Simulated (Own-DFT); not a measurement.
# A pressure from energies alone: monoclinic HfO2, 94 atoms (Hf32O62), with two O vacancies

These are calculations. Each geometry was run twice at fixed positions with Own-DFT, a retired in-house plane-wave program that no person has reviewed: with PBE, and with HSE06 (exact exchange share 0.25 at short range, screening 0.11 per bohr, Gygi-Baldereschi treatment of its divergence). Both used PseudoDojo norm-conserving files made for PBE, a cutoff of 48 hartree, the Gamma point alone, fixed occupations, a neutral cell and no spin. With Gamma alone and a thickness of 10.1 Å, finite-size errors remain in every number. The hafnium file keeps the 4f electrons in the core, and its forces lie about 75 meV/Å off all-electron values. The oxygen file's force components were 24 meV/Å off all-electron values in a glass.

Unstrained cell vectors in Å: (10.234, 0.000, 0.000); (0.000, 10.350, 0.000); (-1.695, 0.000, 10.445), volume V0 = 1106.4 Å³, from measured lattice constants. Each geometry has its own random strain of a few per cent, its own defect sites and random moves of rms u per axis. HSE06 gave the energy alone. D is its energy less that of PBE, over the lowest D shown. The PBE stress wasn't checked against mesh or cutoff.

| run | V - V0 (Å³) | u (Å) | P with PBE (GPa) | D (eV) |
|---|---|---|---|---|
| 1 | 12.9 | 0.0333 | 1.99 | 1.327 |
| 2 | -21.4 | 0.0290 | 9.67 | 0.348 |
| 3 | 11.9 | 0.0277 | 0.91 | 1.278 |
| 4 | -45.9 | 0.0482 | 17.59 | 0.000 |
| 5 | 14.1 | 0.0490 | 2.72 | 1.454 |
| 6 | 13.9 | 0.0493 | 2.27 | 1.420 |
| 7 | -9.0 | 0.0307 | 6.99 | 0.748 |
| 8 | -7.7 | 0.0273 | 6.45 | 0.809 |
| 9 | -29.6 | 0.0491 | 12.25 | 0.369 |
| 10 | 4.5 | 0.0265 | 3.36 | 0.952 |
| 11 | -19.1 | 0.0302 | 9.17 | 0.499 |
| 12 | 9.5 | 0.0297 | 2.16 | 1.090 |
| 13 | -14.3 | 0.0320 | 7.15 | ? |

## Analysis

D = 0.84 + 0.0243 (V - V0) + 107 u² eV, with an error of 0.0009 on the volume slope, 23 on the last term and a scatter of 0.06 eV. Pressure is -dE/dV, and 1 eV/Å³ is 160.2 GPa, so HSE06 changes the pressure by -3.9 ± 0.1 GPa. With the ions held to the strained lattice, the PBE pressure falls by 272 ± 8 GPa per unit of volume strain; the shape of the strain isn't fitted, so the true error is larger, and a relaxed crystal would be softer. On that slope HSE06's volume at a given pressure is about 1.4 % smaller, or 0.5 % in lengths. At u = 0 and V0 the PBE pressure is 3.8 GPa, which puts the zero-pressure volume, against the measured cell and with the defects in, at +1.4 % for PBE and -0.0 % for HSE06, each good to a few tenths of a per cent.

## Withheld run

Q: what D should run 13 give?

The fitted form gives 0.61 eV, with rows scattering by 0.06. The hidden result is 0.580 eV.
